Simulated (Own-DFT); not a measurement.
# Strain and stress in 4H SiC, 72 atoms (C36Si36)

All numbers below are calculated, not measured. They come from Own-DFT, an in-house plane-wave density functional program, since retired, whose code no person has reviewed. Each row is one single-point run on a periodic cell that was not relaxed, without spin or spin-orbit coupling.

Settings of every run: PBE; PseudoDojo norm-conserving scalar-relativistic files; cutoff 42 hartree; 4 x 4 x 3 k mesh centred on Gamma; Fermi-Dirac smearing of 0.1 eV.

Known limits: forces on such cells passed a denser k mesh, each cell not checked; stress not checked against mesh or cutoff.

Unstrained cell vectors in Å: (9.248, 0.000, 0.000); (-4.624, 8.009, 0.000); (0.000, 0.000, 10.068). The unstrained cell has measured lattice constants (interpolated for alloys), not those of this functional. That, the random moves and any unrelaxed bonds set the pressure at no strain. Each run strains this cell uniformly, with the atoms carried along. Every atom was also moved at random, by a Gaussian of width 0.05 Å on each axis. Strain is the symmetric tensor, in per cent. Stress is positive in tension, and the pressure is minus a third of its trace.

```
run,e_xx (%),e_yy (%),e_zz (%),e_yz (%),e_xz (%),e_xy (%),s_xx (GPa),s_yy (GPa),s_zz (GPa),s_yz (GPa),s_xz (GPa),s_xy (GPa),P (GPa),E (meV/atom)
1,1.60,0.82,1.59,0.95,-0.46,0.36,4.20,3.23,3.02,3.00,-1.56,1.79,-3.48,1.2
2,0.97,1.34,1.99,-0.33,-0.80,-1.56,2.12,3.87,6.20,-0.31,-2.21,-6.59,-4.06,0.0
3,0.28,0.68,-1.81,0.38,-0.18,1.63,-2.61,-2.80,-17.07,1.18,-0.74,7.97,7.49,31.3
4,1.26,-0.47,0.55,0.25,1.84,-1.59,0.12,-5.07,-2.11,1.03,6.06,-7.29,2.35,21.5
5,-0.58,0.87,1.37,-1.08,1.71,-1.52,-5.89,-1.14,0.01,-3.29,5.20,-6.67,2.34,38.3
6,0.29,0.59,-0.69,0.82,0.72,0.49,-3.21,-1.26,-8.79,2.65,2.14,1.12,4.42,0.1
7,1.76,-1.41,-0.69,1.37,0.60,0.25,3.55,-10.81,-10.64,4.76,2.81,1.07,5.97,8.0
8,1.76,-1.19,-0.80,-0.59,-1.63,1.00,5.02,-11.45,-11.14,-2.13,-5.19,4.19,5.86,15.2
9,-1.74,-0.01,-0.77,-1.57,0.51,0.82,-15.36,-7.86,-13.64,-5.84,0.49,4.21,12.28,51.8
10,-1.38,-1.86,1.19,0.02,-0.01,-1.02,-15.09,-17.39,0.88,-0.76,0.12,-6.16,10.54,24.3
11,1.13,0.57,1.54,-1.36,-0.86,1.54,1.20,0.95,2.33,-3.42,-2.55,6.84,-1.49,19.7
12,0.30,1.83,1.38,-0.12,1.07,-1.48,-0.13,4.41,1.71,-0.05,3.61,-5.51,-2.00,20.3
13,-0.02,0.88,-0.48,1.12,-0.69,1.97,-4.61,0.76,-9.76,3.54,-1.59,9.43,4.54,16.3
14,-1.26,0.24,-0.55,-1.34,-0.44,0.29,-12.23,-4.24,-11.62,-4.88,-0.72,2.62,9.37,29.5
15,-0.23,-0.91,1.89,0.40,-1.91,-0.74,-6.07,-7.70,2.51,-0.31,-6.27,-3.34,3.75,15.0
16,1.54,0.82,-0.44,1.60,0.00,-0.39,1.94,1.18,-5.64,5.49,-0.13,-2.24,0.84,11.2
17,0.69,1.63,1.83,-1.83,-1.32,-1.37,?,?,?,?,?,?,?,?
```

E is the free energy for each atom above the lowest run shown.

## Worked fit

Each stress component was fitted by least squares to a constant and the strains of the runs shown, as fractions, with shears doubled. Shear strains stay in the fit of a normal stress only where such slopes are resolved. The slopes, in GPa:

| stress | at no strain | per e_xx | per e_yy | per e_zz | scatter |
|---|---|---|---|---|---|
| s_xx | -5.1 | 548 ± 26 | 96 ± 29 | 22 ± 25 | 1.16 |
| s_yy | -5.0 | 121 ± 27 | 545 ± 29 | 58 ± 25 | 1.18 |
| s_zz | -6.8 | 81 ± 29 | 22 ± 33 | 573 ± 28 | 1.31 |

Each shear stress against twice its own strain: yz 152 ± 6, xz 159 ± 9, xy 220 ± 12 GPa. These are stiffnesses along x, y and z of the frame in which the cell vectors are given, which need not be the crystal's axes. The atoms are held to the strained lattice; where symmetry lets them move under strain, relaxing them would lower some slopes. The table should be nearly symmetric about its diagonal, and what it lacks of that shows the noise. A ninth of its sum, 230 ± 5 GPa, estimates the bulk modulus near the mean pressure of these runs, 3.7 GPa, so it lies above the value at zero pressure.

## Withheld run

Question: what normal stresses and pressure should run 17 give?

The fit gives s_xx = 0.6, s_yy = 5.7, s_zz = 4.6 and P = -3.6 GPa. The calculation gave -0.13, 4.47, 3.38 and P = -2.57 GPa.
